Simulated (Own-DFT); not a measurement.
SiC (4H silicon carbide, atoms displaced) (calculated)

A calculation, not a measurement: plane-wave PBE density functional theory by an unreviewed code, no spin, of a simulated periodic cell, stress positive in tension, free energy of the whole cell less one offset for each atom, forces on such cells passed a denser k mesh, this cell's mesh not checked; offsets are fitted by least squares, one for each functional and potential file, so energies compare only between cells with the same atoms and settings and are not formation energies; the far tail of each file's local potential was reset to the Coulomb form; each entry is a single point on an unrelaxed cell, so the pressure reflects the starting lattice, mostly measured values (interpolated for alloys), from which strain is counted, and rises with the displacements; printed positions are rounded, which can move forces by about a meV/angstrom; the program, named Own-DFT, is a retired in-house code; no spin-orbit coupling. Program: Own-DFT development build.

Settings shared by all entries: functional PBE; potential files PseudoDojo norm-conserving, scalar-relativistic, standard set; wave cutoff 42 hartree; occupations Fermi-Dirac; smearing width 0.1 eV; hardware one NVIDIA H100; k mesh 4 x 4 x 3 centred on Gamma.

```json
{"entry": 1, "formula": "SiC", "kind": "4H silicon carbide, atoms displaced", "structure": {"cell_angstrom": [[9.2481, 0.0, 0.0], [-4.6241, 8.0091, 0.0], [0.0, 0.0, 10.0681]], "atoms_fractional": [["Si", 0.01282, 0.00703, 0.39987], ["Si", 0.1078, 0.22067, 0.14104], ["C", 0.99732, 0.98736, 0.12408], ["C", 0.11912, 0.21268, 0.32954], ["Si", 0.00642, 0.34288, 0.40915], ["Si", 0.11349, 0.55467, 0.15262], ["C", 0.00476, 0.32949, 0.094], ["C", 0.09203, 0.53524, 0.35323], ["Si", 0.98531, 0.64698, 0.38496], ["Si", 0.12233, 0.88853, 0.17084], ["C", 0.0146, 0.67278, 0.09788], ["C", 0.12867, 0.91136, 0.35004], ["Si", 0.32398, 0.99427, 0.41142], ["Si", 0.44017, 0.22795, 0.15493], ["C", 0.3232, 0.99623, 0.10304], ["C", 0.43808, 0.2219, 0.33544], ["Si", 0.32317, 0.31997, 0.39783], ["Si", 0.44766, 0.55321, 0.15911], ["C", 0.33825, 0.32738, 0.07959], ["C", 0.45254, 0.57662, 0.32656], ["Si", 0.3342, 0.67803, 0.41019], ["Si", 0.44276, 0.89742, 0.16083], ["C", 0.33449, 0.6799, 0.08571], ["C", 0.44585, 0.89994, 0.31568], ["Si", 0.66647, 0.01145, 0.41533], ["Si", 0.78197, 0.20505, 0.15462], ["C", 0.66923, 0.98232, 0.0694], ["C", 0.78783, 0.21687, 0.34793], ["Si", 0.67798, 0.34305, 0.40796], ["Si", 0.79064, 0.56672, 0.15364], ["C", 0.64779, 0.33393, 0.10077], ["C", 0.77389, 0.53834, 0.34764], ["Si", 0.65064, 0.65384, 0.42135], ["Si", 0.79024, 0.89991, 0.14221], ["C", 0.66293, 0.68106, 0.12291], ["C", 0.77594, 0.88637, 0.35702], ["Si", 0.99856, 0.00358, 0.90437], ["Si", 0.90637, 0.79366, 0.67879], ["C", 0.98651, 0.01759, 0.6058], ["C", 0.88411, 0.7826, 0.85378], ["Si", 0.00216, 0.65826, 0.91599], ["Si", 0.90595, 0.45779, 0.65306], ["C", 0.99997, 0.66488, 0.60567], ["C", 0.8902, 0.44973, 0.8428], ["Si", 0.99703, 0.32667, 0.89951], ["Si", 0.89352, 0.11297, 0.64786], ["C", 0.01499, 0.34451, 0.60609], ["C", 0.89133, 0.13587, 0.8406], ["Si", 0.67945, 0.01845, 0.90359], ["Si", 0.57243, 0.78777, 0.65729], ["C", 0.67585, 0.99426, 0.59017], ["C", 0.54219, 0.76045, 0.84633], ["Si", 0.69356, 0.68809, 0.91379], ["Si", 0.54531, 0.44109, 0.65968], ["C", 0.66602, 0.67051, 0.59622], ["C", 0.55877, 0.43168, 0.84064], ["Si", 0.6831, 0.33434, 0.90073], ["Si", 0.56108, 0.08999, 0.65125], ["C", 0.65251, 0.32327, 0.60338], ["C", 0.5643, 0.12257, 0.83807], ["Si", 0.32471, 0.99549, 0.90933], ["Si", 0.20308, 0.76543, 0.64672], ["C", 0.3428, 0.98981, 0.56689], ["C", 0.23817, 0.77889, 0.8522], ["Si", 0.35568, 0.69836, 0.9045], ["Si", 0.21994, 0.42904, 0.66821], ["C", 0.34644, 0.67824, 0.58906], ["C", 0.24228, 0.45799, 0.85543], ["Si", 0.33084, 0.35249, 0.91336], ["Si", 0.22405, 0.10011, 0.67347], ["C", 0.32582, 0.35195, 0.59303], ["C", 0.2264, 0.11703, 0.84592]]}, "results": {"free_energy_of_cell_above_offsets [eV]": "15.449", "pressure [GPa]": 12.89, "stress_xx [GPa]": -13.52, "stress_yy [GPa]": -10.0, "stress_zz [GPa]": -15.14, "stress_yz [GPa]": 1.13, "stress_xz [GPa]": -0.11, "stress_xy [GPa]": -0.2, "force_element": ["Si", "Si", "C", "C", "Si", "Si", "C", "C", "Si", "Si", "C", "C", "Si", "Si", "C", "C", "Si", "Si", "C", "C", "Si", "Si", "C", "C", "Si", "Si", "C", "C", "Si", "Si", "C", "C", "Si", "Si", "C", "C", "Si", "Si", "C", "C", "Si", "Si", "C", "C", "Si", "Si", "C", "C", "Si", "Si", "C", "C", "Si", "Si", "C", "C", "Si", "Si", "C", "C", "Si", "Si", "C", "C", "Si", "Si", "C", "C", "Si", "Si", "C", "C"], "force_x [eV/angstrom]": [-4.139, 2.798, 2.782, -2.769, 1.863, 1.701, -2.08, 1.994, 0.591, -1.69, -1.777, -2.123, 3.271, 0.038, 1.853, 1.554, 0.683, -2.284, -2.499, -1.317, 1.023, 1.184, 0.832, 0.227, 1.779, -2.027, -1.82, -1.309, -1.219, -2.582, 5.534, -2.146, 1.373, -3.441, 4.357, 0.223, 0.423, -2.261, 11.4, 5.707, 0.777, -2.632, -3.565, 2.52, 1.139, -6.637, -2.247, 1.909, -1.772, -2.069, -0.718, 7.13, -7.217, 0.601, 2.063, -1.158, -4.471, -2.858, 2.314, -0.348, 1.53, 6.388, -0.606, -6.097, -1.473, -1.76, -1.128, -5.463, 6.206, -1.078, 5.701, -0.687], "force_y [eV/angstrom]": [-1.267, -0.759, 2.696, 2.358, -6.365, -0.546, 0.762, 6.651, 3.555, 0.232, -0.68, -5.851, 3.227, -2.306, 2.138, 0.198, 3.051, 0.338, 1.166, -2.522, -0.767, -1.249, -1.433, -0.195, -3.091, 1.129, 2.634, 1.46, -5.859, -1.965, 1.153, 4.511, 2.439, -2.308, -1.507, 0.687, 1.405, -1.325, -5.813, 2.256, 1.889, -3.748, 1.422, 0.494, 6.89, 5.295, -1.508, -6.722, -1.96, -2.844, 1.496, 5.232, -5.971, 0.6, -1.134, 2.223, -0.057, 2.881, 0.708, -3.09, 1.656, 2.947, -0.204, 1.376, -5.949, 5.155, -0.823, 0.988, -2.311, 2.054, -4.498, -0.723], "force_z [eV/angstrom]": [1.756, 2.476, -5.141, 0.88, 1.702, 0.62, -1.528, -3.653, 3.646, -0.818, 0.679, -0.788, -8.787, 0.397, -2.724, 2.366, 1.34, -3.506, 4.251, 5.938, -2.416, -10.05, 2.053, 13.53, -3.683, 0.352, 5.238, -0.34, 1.34, 1.091, -2.347, -1.893, -3.605, 5.062, -4.62, -1.106, 1.385, -4.93, -2.709, -0.4, -1.217, 1.522, -2.742, 0.255, 2.638, 3.391, -2.417, -1.989, -3.286, 0.841, 1.495, -2.724, 2.059, -0.18, 2.241, 1.799, 1.613, 0.622, -2.329, 0.552, 0.882, 1.51, 11.98, -3.322, 3.051, 1.305, 1.633, -2.476, -2.826, -5.074, -2.282, 2.413], "wall_time [s]": 385.3}}
{"entry": 2, "formula": "SiC", "kind": "4H silicon carbide, atoms displaced", "structure": {"cell_angstrom": [[9.2481, 0.0, 0.0], [-4.6241, 8.0091, 0.0], [0.0, 0.0, 10.0681]], "atoms_fractional": [["Si", 0.00387, 0.99884, 0.41046], ["Si", 0.12099, 0.24842, 0.16682], ["C", 0.00106, 0.99528, 0.07786], ["C", 0.11797, 0.22528, 0.32795], ["Si", 0.00831, 0.32845, 0.41983], ["Si", 0.10894, 0.53593, 0.18003], ["C", 0.99652, 0.32548, 0.11137], ["C", 0.12826, 0.56291, 0.35993], ["Si", 0.01942, 0.66381, 0.39365], ["Si", 0.09991, 0.87196, 0.15924], ["C", 0.98572, 0.66081, 0.09182], ["C", 0.09859, 0.88634, 0.34772], ["Si", 0.3431, 0.97882, 0.40402], ["Si", 0.43131, 0.21334, 0.1569], ["C", 0.31875, 0.98217, 0.08981], ["C", 0.45801, 0.2155, 0.34518], ["Si", 0.35272, 0.34502, 0.38758], ["Si", 0.42236, 0.54779, 0.16158], ["C", 0.33077, 0.3306, 0.09748], ["C", 0.45087, 0.56015, 0.35122], ["Si", 0.31344, 0.65157, 0.40621], ["Si", 0.44837, 0.89014, 0.1556], ["C", 0.33661, 0.66833, 0.09165], ["C", 0.44908, 0.87945, 0.32561], ["Si", 0.66857, 0.99794, 0.39033], ["Si", 0.78677, 0.21979, 0.15458], ["C", 0.6714, 0.01947, 0.08652], ["C", 0.76732, 0.2167, 0.35477], ["Si", 0.67114, 0.32006, 0.39889], ["Si", 0.78054, 0.56738, 0.14597], ["C", 0.65997, 0.32128, 0.09141], ["C", 0.77401, 0.54378, 0.33868], ["Si", 0.67785, 0.6997, 0.40314], ["Si", 0.78767, 0.89479, 0.15059], ["C", 0.64548, 0.65373, 0.10622], ["C", 0.79643, 0.89733, 0.33848], ["Si", 0.97391, 0.00042, 0.9037], ["Si", 0.89847, 0.79024, 0.6465], ["C", 0.98918, 0.97851, 0.59484], ["C", 0.89488, 0.78089, 0.84721], ["Si", 0.01032, 0.65261, 0.90322], ["Si", 0.89846, 0.44808, 0.64705], ["C", 0.01687, 0.67518, 0.59691], ["C", 0.88641, 0.43584, 0.84505], ["Si", 0.9907, 0.32791, 0.92074], ["Si", 0.8795, 0.11817, 0.65353], ["C", 0.01078, 0.3612, 0.59151], ["C", 0.87633, 0.11106, 0.83307], ["Si", 0.65453, 0.99494, 0.90674], ["Si", 0.56968, 0.78412, 0.65264], ["C", 0.67857, 0.02189, 0.60111], ["C", 0.55258, 0.77181, 0.84949], ["Si", 0.67187, 0.64867, 0.89771], ["Si", 0.53872, 0.42226, 0.65576], ["C", 0.67719, 0.6791, 0.58192], ["C", 0.55845, 0.43625, 0.82591], ["Si", 0.66911, 0.34437, 0.91043], ["Si", 0.58555, 0.13728, 0.65349], ["C", 0.65651, 0.32991, 0.59292], ["C", 0.55647, 0.1203, 0.83222], ["Si", 0.3324, 4e-05, 0.89916], ["Si", 0.2388, 0.7806, 0.64562], ["C", 0.34935, 0.0126, 0.59224], ["C", 0.20697, 0.77773, 0.8512], ["Si", 0.32597, 0.66742, 0.90466], ["Si", 0.22357, 0.47387, 0.64614], ["C", 0.34989, 0.67599, 0.61438], ["C", 0.23297, 0.44986, 0.83108], ["Si", 0.35736, 0.33632, 0.90943], ["Si", 0.2114, 0.10642, 0.67216], ["C", 0.32839, 0.32986, 0.5875], ["C", 0.20529, 0.10421, 0.84661]]}, "results": {"free_energy_of_cell_above_offsets [eV]": "9.807", "pressure [GPa]": 9.96, "stress_xx [GPa]": -10.18, "stress_yy [GPa]": -10.23, "stress_zz [GPa]": -9.48, "stress_yz [GPa]": 0.44, "stress_xz [GPa]": -0.2, "stress_xy [GPa]": -1.09, "force_element": ["Si", "Si", "C", "C", "Si", "Si", "C", "C", "Si", "Si", "C", "C", "Si", "Si", "C", "C", "Si", "Si", "C", "C", "Si", "Si", "C", "C", "Si", "Si", "C", "C", "Si", "Si", "C", "C", "Si", "Si", "C", "C", "Si", "Si", "C", "C", "Si", "Si", "C", "C", "Si", "Si", "C", "C", "Si", "Si", "C", "C", "Si", "Si", "C", "C", "Si", "Si", "C", "C", "Si", "Si", "C", "C", "Si", "Si", "C", "C", "Si", "Si", "C", "C"], "force_x [eV/angstrom]": [0.375, 2.219, -0.806, 0.237, -1.082, -1.304, -0.236, -5.598, -6.997, -0.433, 3.747, 4.024, -3.323, 2.506, 0.65, -2.585, 0.442, 3.277, -0.122, -1.562, 11.06, -0.869, -1.872, 0.196, 0.434, -4.429, 1.071, 6.371, -4.506, -2.013, -0.354, 1.071, 1.923, -0.872, 1.131, -2.206, 3.444, 0.45, -0.649, -0.281, -4.973, -4.874, -0.703, 0.244, 1.859, 4.474, 2.167, -0.235, 0.045, 0.409, -0.699, 0.595, -2.264, -0.287, -0.173, 0.187, 1.59, -3.699, 2.713, -0.011, -1.093, -2.778, 0.147, 5.414, 0.763, 3.871, -0.073, -1.06, -4.709, 1.136, -1.717, 1.208], "force_y [eV/angstrom]": [1.377, -5.145, 0.937, -0.125, -0.418, 3.761, 2.255, -6.748, 0.844, 2.229, -0.451, -0.804, 3.513, -0.975, 1.716, -1.134, -3.37, 1.469, 0.735, 1.639, 5.826, 0.143, -1.007, -1.03, -0.34, 0.853, -3.696, -0.76, 4.598, -3.998, 1.753, 1.817, -6.288, -0.888, 1.584, 2.459, -0.694, -8.401, 10.27, -1.618, 0.519, 2.199, -0.82, 0.522, 0.459, 0.983, -4.29, 0.729, 0.671, 1.193, -4.2, 0.281, 2.918, 2.644, -1.096, 0.854, -2.787, -4.641, 4.199, -0.791, -0.145, 2.797, -1.671, 1.507, -0.455, -6.177, 2.797, -0.973, -1.104, 0.716, 0.009, 1.272], "force_z [eV/angstrom]": [-0.032, -6.238, 3.744, 8.243, -3.004, -3.78, -2.493, -3.989, 3.12, -1.639, -0.07, -1.49, 0.73, 0.268, 0.658, -1.429, 3.828, -0.309, -0.612, -1.3, 3.27, -4.146, 0.858, 4.863, 2.549, 2.011, 1.272, -3.149, 2.162, 3.035, 0.319, 0.202, 0.038, -1.046, -2.347, -1.087, -0.977, 3.916, -2.227, -1.406, 1.358, 2.377, -1.814, -0.366, -2.981, 0.444, -0.086, 2.635, -1.986, 2.112, -3.962, -0.782, 1.251, -4.099, 1.824, 4.307, -1.009, 1.157, -2.423, 2.706, 0.524, 2.991, 0.218, -2.776, -0.489, 3.081, -5.103, 3.022, -1.386, -4.392, -0.452, 1.783], "wall_time [s]": 356.7}}
{"entry": 3, "formula": "SiC", "kind": "4H silicon carbide, atoms displaced", "structure": {"cell_angstrom": [[9.2481, 0.0, 0.0], [-4.6241, 8.0091, 0.0], [0.0, 0.0, 10.0681]], "atoms_fractional": [["Si", 0.99783, 0.00127, 0.39291], ["Si", 0.12256, 0.23839, 0.14807], ["C", 0.97756, 0.97395, 0.08775], ["C", 0.12354, 0.21849, 0.33467], ["Si", 0.01563, 0.35221, 0.41333], ["Si", 0.10314, 0.53971, 0.14397], ["C", 0.98708, 0.32285, 0.09203], ["C", 0.09936, 0.54959, 0.32376], ["Si", 0.98348, 0.64613, 0.40664], ["Si", 0.09229, 0.87474, 0.15829], ["C", 0.9933, 0.6688, 0.08122], ["C", 0.1169, 0.89401, 0.34572], ["Si", 0.33414, 0.99604, 0.40953], ["Si", 0.43054, 0.21683, 0.16028], ["C", 0.343, 0.00101, 0.09567], ["C", 0.45019, 0.2236, 0.33241], ["Si", 0.35013, 0.32136, 0.40505], ["Si", 0.44029, 0.52644, 0.17126], ["C", 0.35268, 0.34174, 0.09547], ["C", 0.45639, 0.55491, 0.35122], ["Si", 0.32408, 0.65707, 0.39657], ["Si", 0.43313, 0.87775, 0.15843], ["C", 0.34225, 0.68751, 0.09006], ["C", 0.4402, 0.86132, 0.32907], ["Si", 0.66857, 0.99663, 0.40858], ["Si", 0.78569, 0.24301, 0.14489], ["C", 0.6765, 0.0088, 0.07945], ["C", 0.77018, 0.21333, 0.34202], ["Si", 0.67362, 0.32761, 0.41076], ["Si", 0.76422, 0.53703, 0.14299], ["C", 0.64691, 0.31318, 0.09145], ["C", 0.77515, 0.54151, 0.3514], ["Si", 0.65581, 0.66054, 0.40508], ["Si", 0.78862, 0.89428, 0.17219], ["C", 0.67035, 0.67, 0.09876], ["C", 0.76907, 0.87716, 0.35072], ["Si", 0.00377, 0.01724, 0.90177], ["Si", 0.88799, 0.7719, 0.66516], ["C", 0.00769, 0.9965, 0.57984], ["C", 0.90149, 0.77699, 0.84954], ["Si", 0.02846, 0.70008, 0.90025], ["Si", 0.89301, 0.44647, 0.66664], ["C", 0.98653, 0.65831, 0.62012], ["C", 0.90042, 0.45905, 0.85838], ["Si", 0.98649, 0.32316, 0.91846], ["Si", 0.9056, 0.10639, 0.64846], ["C", 0.99386, 0.33262, 0.5958], ["C", 0.87772, 0.11051, 0.84873], ["Si", 0.6813, 0.99918, 0.89667], ["Si", 0.5666, 0.77261, 0.67348], ["C", 0.67127, 0.99675, 0.58453], ["C", 0.54581, 0.75427, 0.84387], ["Si", 0.68355, 0.6786, 0.90207], ["Si", 0.56619, 0.44377, 0.66151], ["C", 0.6646, 0.64598, 0.59126], ["C", 0.56241, 0.43439, 0.83866], ["Si", 0.66448, 0.35379, 0.90704], ["Si", 0.57734, 0.13211, 0.65991], ["C", 0.65267, 0.34102, 0.59635], ["C", 0.56337, 0.09319, 0.85774], ["Si", 0.34114, 0.01301, 0.8889], ["Si", 0.23315, 0.77748, 0.6525], ["C", 0.31185, 0.97995, 0.59949], ["C", 0.23006, 0.77723, 0.83665], ["Si", 0.33188, 0.65967, 0.91877], ["Si", 0.23256, 0.4354, 0.66266], ["C", 0.31555, 0.66293, 0.59674], ["C", 0.20634, 0.43398, 0.83862], ["Si", 0.34313, 0.33557, 0.89894], ["Si", 0.23094, 0.11449, 0.67247], ["C", 0.32743, 0.34382, 0.59511], ["C", 0.21516, 0.10587, 0.87128]]}, "results": {"free_energy_of_cell_above_offsets [eV]": "10.335", "pressure [GPa]": 9.95, "stress_xx [GPa]": -11.76, "stress_yy [GPa]": -8.25, "stress_zz [GPa]": -9.83, "stress_yz [GPa]": -0.44, "stress_xz [GPa]": 1.32, "stress_xy [GPa]": 2.53, "force_element": ["Si", "Si", "C", "C", "Si", "Si", "C", "C", "Si", "Si", "C", "C", "Si", "Si", "C", "C", "Si", "Si", "C", "C", "Si", "Si", "C", "C", "Si", "Si", "C", "C", "Si", "Si", "C", "C", "Si", "Si", "C", "C", "Si", "Si", "C", "C", "Si", "Si", "C", "C", "Si", "Si", "C", "C", "Si", "Si", "C", "C", "Si", "Si", "C", "C", "Si", "Si", "C", "C", "Si", "Si", "C", "C", "Si", "Si", "C", "C", "Si", "Si", "C", "C"], "force_x [eV/angstrom]": [1.34, 0.141, 2.616, -1.218, -0.44, -0.82, 3.834, 1.211, 1.153, 2.626, 1.25, -1.031, 0.182, 3.077, -3.134, 2.057, -3.881, 0.125, -3.302, -4.186, 0.355, 1.627, 0.057, -0.6, -0.947, -2.318, 0.169, 1.647, -1.33, 0.51, -0.538, -2.141, 4.838, -4.19, -0.569, 1.069, -1.913, -0.887, 0.022, -3.594, 0.446, -0.381, 3.064, -1.025, -0.149, -2.809, 1.659, 5.567, -3.918, -1.824, 0.073, 0.91, -0.5, -4.982, -1.094, -5.562, 7.861, -0.225, 5.797, -3.118, 2.956, -3.943, 1.836, 1.587, -0.626, -7.028, 5.383, 1.97, -1.531, -1.598, 6.817, 1.518], "force_y [eV/angstrom]": [-0.752, -3.31, 4.27, 1.987, -3.658, 4.141, 2.002, 0.463, 3.34, 1.709, -2.189, -2.215, -0.635, -2.647, -0.505, -1.608, 1.57, 8.248, -3.367, -3.411, -0.784, 5.697, -7.851, 3.55, -0.894, -6.151, -1.004, 1.083, -0.21, 2.125, 3.065, 0.704, 0.639, -1.306, -1.441, 1.506, -4.043, 1.064, 0.013, 3.192, -4.61, -0.991, 0.756, -1.185, 1.78, 0.61, 0.039, 2.05, -4.263, -0.305, 0.363, 1.971, -1.754, 1.105, 3.826, 3.388, -4.836, -4.054, -3.088, 4.395, -3.697, -1.783, 5.365, 1.962, 0.253, 3.94, -2.435, 0.046, 0.78, -0.751, -4.19, 2.926], "force_z [eV/angstrom]": [1.448, 1.058, -0.142, 0.865, -1.633, -0.654, 0.446, 2.716, 1.146, -0.38, 1.665, -0.323, -1.036, -2.191, -0.988, 4.271, 1.307, -0.848, -3.452, -0.957, 1.951, -2.152, 0.847, 4.575, -2.335, 2.758, 3.189, -0.088, -0.87, 1.717, -0.767, -2.314, 1.803, -3.182, -0.367, 0.132, 2.618, -1.958, 2.898, -2.02, 1.527, 1.039, -4.257, -0.908, -4.068, -0.057, 0.282, -3.817, 3.762, -5.754, 3.591, 2.007, 2.721, -0.281, 1.146, -0.671, 2.72, 0.763, -1.819, -3.984, 4.226, 2.591, -1.163, 0.803, -3.532, -0.511, -2.384, 3.679, 1.655, -2.74, -1.203, -4.121], "wall_time [s]": 360.8}}
```
